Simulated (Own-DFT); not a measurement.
# What random displacements cost in monoclinic HfO2, 96 atoms (Hf32O64)

These are calculations, not measurements. The program, named Own-DFT, is a retired in-house plane-wave density functional code that no person has reviewed. Each row is one single-point run on a periodic cell that was not relaxed, without spin or spin-orbit coupling.

Settings of every run: PBEsol; PseudoDojo norm-conserving scalar-relativistic files, made for PBE; cutoff 72 hartree; 2 x 2 x 2 k mesh centred on Gamma; Fermi-Dirac smearing of 0.1 eV.

Known limits, some of them of some rows only: some atoms lie very close together; hafnium file: forces about 75 meV/angstrom off all-electron values; oxygen file: force components 24 meV/angstrom off all-electron in a glass; forces on such cells passed a denser k mesh, each cell not checked; stress not checked against mesh or cutoff.

Cell vectors in Å: (10.234, 0.000, 0.000); (0.000, 10.350, 0.000); (-1.696, 0.000, 10.445). In each run every atom was moved at random and independently from its ideal site; u is the rms move along one axis. E is the free energy for each atom above the fitted value at u = 0, and F the rms of the force components.

```
run   u (Å)  E (meV/atom)  F (eV/Å)  largest force (eV/Å)  P (GPa)
  1  0.0204          10.7     0.462                  1.85    -2.50
  2  0.0206          10.7     0.443                  1.68    -2.54
  3  0.0215          10.8     0.470                  1.81    -2.57
  4  0.0483          60.3     1.081                  5.62    -0.44
  5  0.0506          67.0     1.073                  3.37    -0.73
  6  0.0509          72.6     1.222                  5.49    -0.30
  7  0.0761             ?         ?                     ?        ?
  8  0.0762         127.1     1.546                  8.06     2.02
  9  0.0835         179.0     1.962                  8.41     3.12
 10  0.1199         407.8     3.690                 27.38    13.36
```

## Worked fit

For small independent moves the energy grows as E = (3/2) K u², with K the mean stiffness felt by one atom. The runs with u up to 0.11 Å give K = 16.9 ± 0.7 eV/Å², with residuals divided by u² + 0.0006 Å², since the noise grows with the moves. The scatter is 5.0 meV/atom at u = 0.05 Å. The forces follow F = G u with G = 22.2 eV/Å²; no force at u = 0 is resolved. G exceeds K because the moves of its neighbours add to the force on an atom, and stiffness differs between atoms. The pressure follows P = -2.79 + 854 u² GPa: at fixed volume, shortened bonds push harder than stretched ones pull.

## Withheld run

Question: what energy and rms force should run 7 give?

The fit gives 147 ± 12 meV/atom and about 1.69 eV/Å. The calculation gave 164.5 meV/atom and 2.106 eV/Å. This run lies off the fit, by chance or by something that the fit leaves out.
